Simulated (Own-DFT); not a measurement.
# How strain changes the stress of wurtzite AlGaN with randomly placed atoms, 72 atoms (Al9Ga27N36)

Calculated results; nothing here was measured. The program, named Own-DFT, is a retired in-house plane-wave density functional code that no person has reviewed. Each row is one single-point run on a periodic cell that was not relaxed, without spin or spin-orbit coupling.

Settings of every run: PBE; PseudoDojo norm-conserving scalar-relativistic files (stringent for Ga); cutoff 96 hartree; 4 x 4 x 3 k mesh centred on Gamma; Gaussian smearing of 0.01 eV.

Known limits: forces on such cells passed a denser k mesh, each cell not checked; stress not checked against mesh or cutoff.

Unstrained cell vectors in Å: (9.509, 0.000, 0.000); (-4.755, 8.235, 0.000); (0.000, 0.000, 10.268). The unstrained cell has measured lattice constants (interpolated for alloys), not those of this functional. That, the random moves and any unrelaxed bonds set the pressure at no strain. Each run strains this cell uniformly, with the atoms carried along. Every atom was also moved at random, by a Gaussian of width 0.05 Å on each axis. The random placing of the alloy's atoms differs from row to row. Strain is the symmetric tensor, in per cent. Stress is positive in tension, and the pressure is minus a third of its trace.

| run | e_xx (%) | e_yy (%) | e_zz (%) | s_xx (GPa) | s_yy (GPa) | s_zz (GPa) | P (GPa) | E (meV/atom) |
|---|---|---|---|---|---|---|---|---|
| 1 | 0.00 | 0.00 | 2.25 | -5.17 | -4.99 | 1.75 | 2.80 | 11.7 |
| 2 | 0.00 | 0.00 | 3.00 | -5.67 | -5.47 | 4.60 | 2.18 | 24.7 |
| 3 | 0.00 | 0.00 | 0.50 | -7.08 | -6.27 | -5.26 | 6.21 | 20.2 |
| 4 | 0.00 | 0.00 | -1.00 | -9.80 | -6.10 | -12.07 | 9.32 | 23.0 |
| 5 | 0.00 | 0.00 | -2.00 | -8.91 | -9.87 | -14.41 | 11.06 | 20.0 |
| 6 | 0.00 | 0.00 | 2.75 | -5.04 | -4.25 | 3.55 | 1.91 | 9.6 |
| 7 | 0.00 | 0.00 | 1.00 | -7.31 | -6.22 | -2.07 | 5.20 | 12.1 |
| 8 | 0.00 | 0.00 | 1.75 | -5.82 | -3.99 | -1.01 | 3.61 | 0.0 |
| 9 | 0.00 | 0.00 | 1.25 | ? | ? | ? | ? | ? |

E is the free energy for each atom above the lowest run shown.

## Worked fit

The change of volume is close to e_xx + e_yy + e_zz. A straight line through the runs shown gives P = 7.23 - 189 x (fractional change of volume) GPa, with an error of 7 on the slope and a scatter of 0.32 GPa. The strain isn't the same on all axes and the cell isn't cubic, so the slope belongs to this path and is not the bulk modulus.

## Withheld run

Question: what pressure should run 9 give? Its volume changes by 1.25 %.

The line gives 4.9 GPa. The calculation gave 4.52 GPa.
